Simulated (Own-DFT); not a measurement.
Simulation results for AlN (wurtzite, atoms displaced)

Computed with Own-DFT development build. A calculation, not a measurement: plane-wave PBE density functional theory by an unreviewed code, no spin, of a simulated periodic cell, stress positive in tension, free energy of the whole cell less one offset for each atom, forces on such cells passed a denser k mesh, this cell's mesh not checked; offsets are fitted by least squares, one for each functional and potential file, so energies compare only between cells with the same atoms and settings and are not formation energies; the far tail of each file's local potential was reset to the Coulomb form; each entry is a single point on an unrelaxed cell, so the pressure reflects the starting lattice, mostly measured values (interpolated for alloys), from which strain is counted, and rises with the displacements; printed positions are rounded, which can move forces by about a meV/angstrom; the program, named Own-DFT, is a retired in-house code; no spin-orbit coupling.

Settings shared by all entries: functional PBE; potential files PseudoDojo norm-conserving, scalar-relativistic, standard set; wave cutoff 42 hartree; occupations Fermi-Dirac; smearing width 0.1 eV; hardware one NVIDIA H100; k mesh 2 x 2 x 2 centred on Gamma.

(1) AlN (wurtzite, atoms displaced)

```
AlN
1.0
     12.4480     0.0000     0.0000
     -6.2240    10.7803     0.0000
      0.0000     0.0000     9.9640
Al N Al N Al N Al N Al N Al N Al N Al N Al N Al N Al N Al N Al N Al N Al N Al N Al N Al N Al N Al N Al N Al N Al N Al N Al N Al N Al N Al N Al N Al N Al N Al N
2 2 2 2 2 2 2 2 2 2 2 2 2 2 2 2 2 2 2 2 2 2 2 2 2 2 2 2 2 2 2 2 2 2 2 2 2 2 2 2 2 2 2 2 2 2 2 2 2 2 2 2 2 2 2 2 2 2 2 2 2 2 2 2
Direct
  0.08149 0.16474 0.99897
  0.16706 0.08402 0.25251
  0.08460 0.16545 0.18887
  0.16678 0.08230 0.44449
  0.08368 0.16850 0.49931
  0.16527 0.08561 0.75127
  0.08463 0.16774 0.69592
  0.16988 0.08370 0.93982
  0.08235 0.41337 0.99721
  0.16476 0.33294 0.25368
  0.08230 0.41474 0.18915
  0.16669 0.33474 0.44141
  0.08440 0.41670 0.49689
  0.16442 0.33256 0.74642
  0.08008 0.41520 0.69088
  0.16421 0.33071 0.94082
  0.08336 0.66668 0.99711
  0.16561 0.58202 0.24764
  0.08347 0.66370 0.18739
  0.16912 0.58277 0.43831
  0.08670 0.66660 0.50104
  0.16550 0.58468 0.74968
  0.08272 0.66532 0.69328
  0.16750 0.58515 0.94078
  0.08520 0.91807 0.99819
  0.16651 0.83538 0.25026
  0.08091 0.91360 0.19025
  0.16891 0.83180 0.44148
  0.08499 0.91791 0.49875
  0.16716 0.83463 0.74669
  0.08392 0.91890 0.69447
  0.16725 0.83233 0.94052
  0.33378 0.16679 0.00310
  0.41376 0.08215 0.24983
  0.33197 0.16712 0.19085
  0.41632 0.08209 0.44038
  0.32998 0.16496 0.50183
  0.41838 0.08194 0.75123
  0.33530 0.16842 0.69169
  0.41771 0.08415 0.94122
  0.33229 0.41376 0.99928
  0.41731 0.33211 0.24898
  0.33476 0.41882 0.19491
  0.41667 0.33349 0.44349
  0.33160 0.41648 0.50345
  0.41786 0.33411 0.74843
  0.33518 0.41688 0.69246
  0.41510 0.33199 0.93821
  0.33365 0.66891 0.99964
  0.41791 0.58520 0.25067
  0.33176 0.66516 0.18681
  0.41622 0.58466 0.44247
  0.33345 0.66586 0.50084
  0.41704 0.58099 0.75230
  0.33060 0.66683 0.69059
  0.41462 0.58317 0.94337
  0.33351 0.91537 0.99992
  0.41274 0.83163 0.24746
  0.33526 0.92089 0.19496
  0.41703 0.83465 0.44183
  0.33061 0.91561 0.50288
  0.41645 0.83461 0.74903
  0.33345 0.91731 0.69477
  0.41530 0.82976 0.94403
  0.58366 0.16820 0.99940
  0.66858 0.08385 0.25058
  0.58078 0.16701 0.18883
  0.66655 0.08423 0.44003
  0.58361 0.16372 0.49971
  0.66967 0.08553 0.74917
  0.58320 0.16904 0.69069
  0.66805 0.08638 0.94399
  0.58201 0.41425 0.99806
  0.66889 0.33277 0.25133
  0.58005 0.41321 0.19078
  0.66714 0.33331 0.43898
  0.58338 0.41616 0.50049
  0.66536 0.33189 0.75084
  0.58285 0.41397 0.68791
  0.66842 0.33505 0.94184
  0.58327 0.66658 0.99712
  0.66739 0.58513 0.25115
  0.58288 0.66913 0.19420
  0.67188 0.58838 0.44059
  0.58796 0.66686 0.49849
  0.66253 0.58187 0.75075
  0.58359 0.66801 0.69147
  0.66745 0.58640 0.94254
  0.58436 0.91741 0.00114
  0.66516 0.83092 0.24859
  0.58293 0.91862 0.18855
  0.66502 0.83291 0.44484
  0.58330 0.91446 0.49982
  0.66893 0.83163 0.75161
  0.58702 0.92088 0.69237
  0.66739 0.83107 0.94196
  0.83539 0.16701 0.00017
  0.91822 0.08567 0.24895
  0.83335 0.16500 0.18953
  0.91806 0.08242 0.44242
  0.83112 0.16561 0.49878
  0.91963 0.08399 0.75185
  0.82956 0.16414 0.68833
  0.91782 0.08364 0.94057
  0.83414 0.41667 0.99970
  0.91562 0.33546 0.24782
  0.83249 0.41634 0.19004
  0.91475 0.33365 0.43970
  0.83664 0.42008 0.49824
  0.91806 0.33711 0.75087
  0.83462 0.41675 0.68953
  0.91868 0.33257 0.94210
  0.83562 0.66788 0.99807
  0.91830 0.58791 0.25323
  0.83013 0.66519 0.18987
  0.91742 0.58494 0.43797
  0.83470 0.66707 0.50008
  0.91877 0.58422 0.74820
  0.83552 0.66661 0.68935
  0.91707 0.58132 0.94236
  0.83164 0.91285 0.00424
  0.91713 0.83267 0.25073
  0.83266 0.91616 0.19389
  0.91909 0.83579 0.43934
  0.83223 0.91485 0.50325
  0.91684 0.83525 0.75277
  0.83277 0.91720 0.69265
  0.91494 0.83328 0.94023
```

* free energy of cell above offsets: -62.332 eV
* pressure: 3.76 GPa
* stress xx: -4.23 GPa
* stress yy: -3.55 GPa
* stress zz: -3.49 GPa
* stress yz: -0.03 GPa
* stress xz: 0.08 GPa
* stress xy: -0.14 GPa
* wall time: 370 s

Force:
```
element  x (eV/Å)  y (eV/Å)  z (eV/Å)
     Al      0.64     0.192     0.038
     Al    -0.079    -0.383    -0.323
      N    -0.275     0.254     0.564
      N    -0.473     0.353     -0.59
     Al     0.016    -0.473     0.507
     Al     1.328    -0.087     0.002
      N    -0.328    -0.029    -1.213
      N     -0.68    -0.024     0.409
     Al     0.227     0.968     0.406
     Al     0.583     0.185    -1.028
      N    -0.048     0.038     0.214
      N     0.196    -0.466     0.357
     Al    -0.875     0.014     0.427
     Al     0.305     0.567     0.893
      N     0.658     0.555    -0.446
      N     0.444     0.165    -0.402
     Al     0.154     -0.16     0.333
     Al      0.27    -0.078    -0.195
      N    -0.528     0.903     0.596
      N    -0.496    -0.019     0.218
     Al    -0.358    -0.331     -0.22
     Al     0.604    -0.484     0.422
      N     0.009     0.653    -0.782
      N     0.023    -0.684    -0.213
     Al    -0.061     -0.32     0.013
     Al     0.582    -0.772    -0.295
      N     0.182     0.763     0.069
      N    -0.916     0.122       0.1
     Al    -0.136    -0.558     0.634
     Al     -0.18    -0.148     0.824
      N    -0.035    -0.197    -0.691
      N    -0.236     0.284    -0.189
     Al     0.127    -0.071      -0.7
     Al     0.612     0.906      0.32
      N     0.005    -0.316      0.27
      N    -0.425     0.053     0.356
     Al     1.188     0.548     0.124
     Al    -0.676     0.731     -0.02
      N    -0.303    -0.603     0.039
      N    -0.078    -0.287     0.116
     Al    -0.442     0.422     0.527
     Al    -0.535     0.388     0.669
      N    -0.179    -0.623    -0.538
      N    -0.305      -0.1    -0.284
     Al     0.715     0.419    -0.659
     Al     0.053    -0.544     0.017
      N    -0.667    -0.155    -0.074
      N     0.329      0.16     0.314
     Al    -0.016    -1.039    -0.055
     Al    -0.373    -0.259      0.08
      N     0.012     0.274     0.784
      N     0.668     -0.27     0.031
     Al     0.092     0.535     -0.06
     Al    -0.769     0.742     -0.14
      N     0.656    -0.089     0.199
      N     0.502    -0.253    -0.375
     Al    -0.056     0.351     0.233
     Al     0.622     0.318     0.467
      N    -0.478     -1.17     -0.96
      N    -0.151    -0.383     -0.11
     Al     1.041     0.503    -0.317
     Al     0.692    -0.267     0.337
      N    -0.048    -0.147     -0.59
      N     0.095     1.269    -0.703
     Al     0.111    -0.133     0.312
     Al    -0.822    -0.004    -0.463
      N     0.537    -0.103     0.472
      N     0.346    -0.619    -0.068
     Al    -0.711      0.72    -0.063
     Al    -0.702    -0.115     0.581
      N     0.493    -0.658     0.009
      N     0.239    -0.406    -0.619
     Al    -0.114     0.606     0.514
     Al    -0.771    -0.121    -0.412
      N     0.581     0.849    -0.071
      N     0.168     0.084     0.581
     Al     0.181     0.036    -0.601
     Al     0.419     0.498    -0.198
      N    -0.133     0.789     0.703
      N    -0.115    -0.157    -0.445
     Al    -0.437     -0.21     0.913
     Al    -0.347     -0.75    -0.476
      N     0.438      -0.7    -0.711
      N    -0.156    -1.084      0.07
     Al    -1.286     -0.03     0.325
     Al     1.068     0.117    -0.142
      N      0.08    -0.498    -0.138
      N     0.287    -0.861    -0.409
     Al    -0.053     0.066    -0.426
     Al    -0.364     1.042      0.58
      N      0.22    -0.579     0.681
      N     0.695     0.012    -0.721
     Al    -0.528     0.569     0.282
     Al    -0.889     0.647    -0.028
      N    -0.232    -0.976     0.031
      N     -0.39     0.512    -0.037
     Al     -0.33    -0.194    -0.091
     Al     0.124    -0.584     0.345
      N    -0.009     0.588     0.301
      N    -0.376     0.213    -0.202
     Al      0.42     0.238     0.096
     Al    -1.097    -0.025    -0.329
      N     1.221     0.954     0.412
      N    -0.185    -0.698     0.283
     Al     0.101    -0.089     0.228
     Al     0.357    -0.465     0.126
      N     0.065     0.612     0.086
      N     0.666    -0.007    -0.152
     Al    -0.556    -0.671      0.13
     Al    -0.194    -1.234    -0.169
      N    -0.452     0.263      0.12
      N    -0.667     0.059    -0.356
     Al    -0.169    -0.475     0.245
     Al     0.165    -0.794    -1.271
      N      0.59     0.505    -0.004
      N     0.498     0.277     0.839
     Al     0.249     0.525       0.1
     Al    -0.601    -0.446     0.518
      N    -0.646      0.14     0.461
      N    -0.311     0.454    -0.631
     Al    -0.135     0.752     -0.26
     Al    -0.506    -0.068    -0.152
      N     0.141     0.091    -0.166
      N    -0.021    -0.406      0.46
     Al      0.07      0.37    -0.477
     Al     0.158    -0.453    -0.585
      N      0.54     0.009    -0.046
      N     0.647     0.175     0.375
```

(2) AlN (wurtzite, atoms displaced)

```
AlN
1.0
     12.4480     0.0000     0.0000
     -6.2240    10.7803     0.0000
      0.0000     0.0000     9.9640
Al N Al N Al N Al N Al N Al N Al N Al N Al N Al N Al N Al N Al N Al N Al N Al N Al N Al N Al N Al N Al N Al N Al N Al N Al N Al N Al N Al N Al N Al N Al N Al N
2 2 2 2 2 2 2 2 2 2 2 2 2 2 2 2 2 2 2 2 2 2 2 2 2 2 2 2 2 2 2 2 2 2 2 2 2 2 2 2 2 2 2 2 2 2 2 2 2 2 2 2 2 2 2 2 2 2 2 2 2 2 2 2
Direct
  0.08467 0.16755 0.00178
  0.16703 0.08389 0.24822
  0.08278 0.16752 0.18994
  0.16580 0.07887 0.44144
  0.08160 0.16257 0.49844
  0.16770 0.08311 0.75597
  0.08311 0.16371 0.69319
  0.16608 0.08214 0.94414
  0.08224 0.41612 0.00152
  0.17073 0.33369 0.24823
  0.08107 0.41435 0.19217
  0.16761 0.33279 0.44056
  0.08217 0.41565 0.49956
  0.16411 0.33292 0.74950
  0.08194 0.41324 0.69292
  0.16806 0.33389 0.93938
  0.08383 0.66845 0.00060
  0.16632 0.58426 0.25146
  0.08584 0.66879 0.18841
  0.16573 0.58332 0.43991
  0.08568 0.67048 0.49796
  0.17018 0.58645 0.75097
  0.08849 0.66609 0.68775
  0.16612 0.57935 0.94163
  0.08811 0.91757 0.99990
  0.16420 0.83090 0.25029
  0.08389 0.91726 0.19152
  0.16782 0.83492 0.44268
  0.08117 0.91613 0.49930
  0.16618 0.83115 0.75182
  0.08480 0.91932 0.69000
  0.16819 0.83597 0.94229
  0.33501 0.16620 0.00082
  0.41832 0.08457 0.25115
  0.33314 0.16840 0.19445
  0.42031 0.08710 0.44469
  0.33239 0.16628 0.50406
  0.41352 0.08120 0.75055
  0.33215 0.16750 0.69049
  0.41563 0.08040 0.94151
  0.33230 0.41592 0.00125
  0.41753 0.33268 0.25102
  0.33154 0.41901 0.19107
  0.41576 0.33204 0.44142
  0.33489 0.41879 0.50113
  0.41728 0.33361 0.75188
  0.33592 0.41815 0.69133
  0.41721 0.33216 0.94337
  0.33092 0.66438 0.00307
  0.41637 0.58172 0.25171
  0.33309 0.66492 0.19315
  0.41704 0.58243 0.44446
  0.33103 0.66787 0.50268
  0.41880 0.58174 0.75371
  0.33241 0.66451 0.68812
  0.41938 0.58530 0.93983
  0.33471 0.91585 0.00098
  0.41571 0.83410 0.25132
  0.33145 0.91724 0.18689
  0.41800 0.83146 0.44223
  0.33536 0.91708 0.50171
  0.41505 0.83081 0.75032
  0.33410 0.91729 0.69124
  0.41411 0.83208 0.94001
  0.58460 0.16701 0.99957
  0.66586 0.08330 0.24919
  0.58334 0.16745 0.18997
  0.66639 0.08224 0.44133
  0.58367 0.16894 0.49976
  0.66971 0.08695 0.75088
  0.58099 0.16383 0.69011
  0.66600 0.08204 0.94087
  0.58625 0.42023 0.99985
  0.66885 0.33187 0.24833
  0.58443 0.41898 0.18784
  0.66654 0.33100 0.44054
  0.58029 0.41588 0.50024
  0.66697 0.33230 0.74749
  0.58265 0.41941 0.68962
  0.66652 0.33160 0.94005
  0.58284 0.66764 0.99948
  0.66520 0.58307 0.25162
  0.58265 0.66447 0.18892
  0.66715 0.58147 0.43756
  0.58352 0.66700 0.49936
  0.66732 0.58328 0.74869
  0.58406 0.66595 0.69310
  0.66637 0.58666 0.94078
  0.58517 0.91907 0.00203
  0.66496 0.83061 0.24867
  0.58114 0.91654 0.19150
  0.66632 0.83311 0.44177
  0.58368 0.91857 0.50057
  0.66546 0.83358 0.74732
  0.58600 0.91711 0.69195
  0.66624 0.83400 0.93935
  0.83349 0.16721 0.00228
  0.91592 0.08276 0.25221
  0.83429 0.16739 0.18895
  0.91631 0.08311 0.43567
  0.83180 0.16577 0.49812
  0.91515 0.08237 0.74899
  0.83042 0.16564 0.69021
  0.91654 0.08593 0.93926
  0.83276 0.41374 0.00113
  0.91658 0.33532 0.24903
  0.83401 0.41652 0.18702
  0.91634 0.33410 0.44074
  0.83659 0.41809 0.50050
  0.91673 0.33376 0.74881
  0.83670 0.41741 0.68821
  0.91898 0.33296 0.94497
  0.83427 0.66803 0.00466
  0.91386 0.58300 0.25055
  0.83543 0.66583 0.19066
  0.91803 0.58309 0.44466
  0.83268 0.66498 0.50086
  0.91834 0.58564 0.74882
  0.83477 0.66423 0.69070
  0.91485 0.58059 0.94015
  0.83520 0.91770 0.99792
  0.91787 0.83398 0.25056
  0.83628 0.91674 0.19161
  0.91648 0.83542 0.44088
  0.83461 0.91925 0.50293
  0.91698 0.83325 0.75150
  0.83190 0.91481 0.69441
  0.91444 0.83356 0.93984
```

* free energy of cell above offsets: -62.514 eV
* pressure: 3.74 GPa
* stress xx: -3.16 GPa
* stress yy: -3.72 GPa
* stress zz: -4.36 GPa
* stress yz: 0.18 GPa
* stress xz: -0.09 GPa
* stress xy: 0.02 GPa
* wall time: 357.6 s

Force:
```
element  x (eV/Å)  y (eV/Å)  z (eV/Å)
     Al    -0.503    -0.045    -0.476
     Al    -0.157    -0.126     0.454
      N     0.302    -0.184     0.331
      N    -0.206      0.84    -0.383
     Al     0.329     0.657     0.335
     Al    -0.309     0.054    -0.709
      N    -0.339     0.238    -0.467
      N     0.351     0.397     0.055
     Al      0.54    -0.261     0.106
     Al    -1.339    -0.193     0.568
      N     0.456     0.604     0.017
      N    -0.072     -0.18     0.129
     Al      0.37     0.032     0.082
     Al     0.971    -0.239    -0.041
      N    -0.259     0.917     -0.53
      N    -0.183    -0.107     0.391
     Al     0.118     -0.61    -0.423
     Al     0.231    -0.559    -0.325
      N    -0.588    -0.651     0.572
      N    -0.024     0.043     0.241
     Al     0.195     -0.61      0.26
     Al     0.033    -1.243     0.025
      N    -1.052     0.317     0.539
      N    -0.481     0.937    -0.044
     Al    -1.356    -0.241     0.327
     Al     0.226      0.86     0.107
      N     0.102    -0.213    -0.174
      N     0.074     0.052    -0.456
     Al     0.435    -0.061     0.326
     Al    -0.087     0.543    -0.509
      N     0.136    -0.771     0.475
      N     0.322    -0.759    -0.403
     Al    -0.112    -0.006     0.293
     Al    -0.473    -0.186     0.142
      N     0.444    -0.323    -0.567
      N    -0.475    -0.844    -0.609
     Al    -0.104    -0.119    -0.699
     Al     0.353     0.396    -0.024
      N     0.312    -0.112     0.759
      N     0.012     0.543    -0.031
     Al     0.293     0.339    -0.377
     Al    -0.246      0.53    -0.171
      N     1.233    -0.391    -0.131
      N    -0.147     0.129    -0.069
     Al    -0.152    -0.609     0.154
     Al    -0.225     0.036     -0.01
      N    -0.434    -0.498     0.207
      N    -0.033     0.251    -0.161
     Al     0.464     0.292    -0.281
     Al    -0.121      0.45     0.249
      N    -0.134     0.385     -0.01
      N    -0.297     0.492    -0.584
     Al     0.709    -0.639    -0.648
     Al    -0.438     0.295    -0.738
      N      0.43     0.275     0.833
      N    -0.633     -0.52     0.648
     Al    -0.168      0.06    -0.363
     Al    -0.069    -0.324    -0.202
      N     0.343    -0.006     1.229
      N     -0.65      0.54    -0.166
     Al    -0.156     0.264    -0.157
     Al     0.444     0.438    -0.089
      N    -0.115    -0.504     0.071
      N     0.562    -0.193     0.317
     Al     -0.33     -0.33    -0.198
     Al      0.34     0.059     0.156
      N     0.158    -0.233    -0.006
      N    -0.318     0.371    -0.385
     Al     0.588     -0.49     0.308
     Al    -0.633    -1.037    -0.035
      N    -0.004     0.545     0.248
      N     0.061     0.618     0.161
     Al    -0.119    -0.317    -0.295
     Al    -0.739     0.534     0.227
      N     0.303    -0.521      0.67
      N    -0.045     1.011    -0.092
     Al     0.673    -0.091    -0.248
     Al    -0.119     0.219     0.017
      N      0.64    -0.691      0.21
      N    -0.098     0.389    -0.159
     Al     0.177     0.294    -0.162
     Al     0.469     0.023    -0.671
      N    -0.218     0.266     0.418
      N    -0.284     0.281     0.762
     Al     0.113    -0.093     0.399
     Al     0.033     0.343     0.488
      N     0.024     0.181    -0.606
      N     0.711    -0.352     -0.05
     Al    -0.251    -0.817    -0.554
     Al     0.236     0.526     0.175
      N     0.377    -0.034     0.072
      N     0.137     0.181    -0.177
     Al     0.352    -0.455     0.232
     Al     0.247    -0.326     0.633
      N    -0.938      0.22     -0.21
      N     0.069     0.176     0.398
     Al     0.134    -0.169    -0.471
     Al     0.071     0.126    -1.161
      N    -0.391    -0.192      0.78
      N    -0.141     0.086     1.413
     Al     0.139     0.283     0.108
     Al     0.118     0.224     0.339
      N     0.792     0.417     -0.31
      N     0.399    -0.302     0.261
     Al     0.036     0.377    -0.767
     Al     0.393    -0.521     0.139
      N    -0.257     0.227     0.873
      N     0.142    -0.339    -0.211
     Al    -0.551    -0.418    -0.114
     Al     0.217    -0.245     0.563
      N    -0.659    -0.002     0.553
      N    -0.744    -0.148     -0.88
     Al    -0.132    -0.249    -1.099
     Al     1.031    -0.132     0.099
      N    -0.777      0.34     0.571
      N    -0.194     0.344    -0.852
     Al    -0.046     0.422    -0.187
     Al     0.701    -0.626     0.177
      N     -0.56     0.654    -0.136
      N      0.14     0.592     0.144
     Al    -0.596     0.196     0.232
     Al    -0.034    -0.042    -0.035
      N    -0.779    -0.156    -0.312
      N     0.028    -0.701     0.195
     Al    -0.239    -0.562    -0.312
     Al     0.126    -0.083    -0.275
      N     0.202     0.325    -0.644
      N     1.166    -0.051     0.378
```
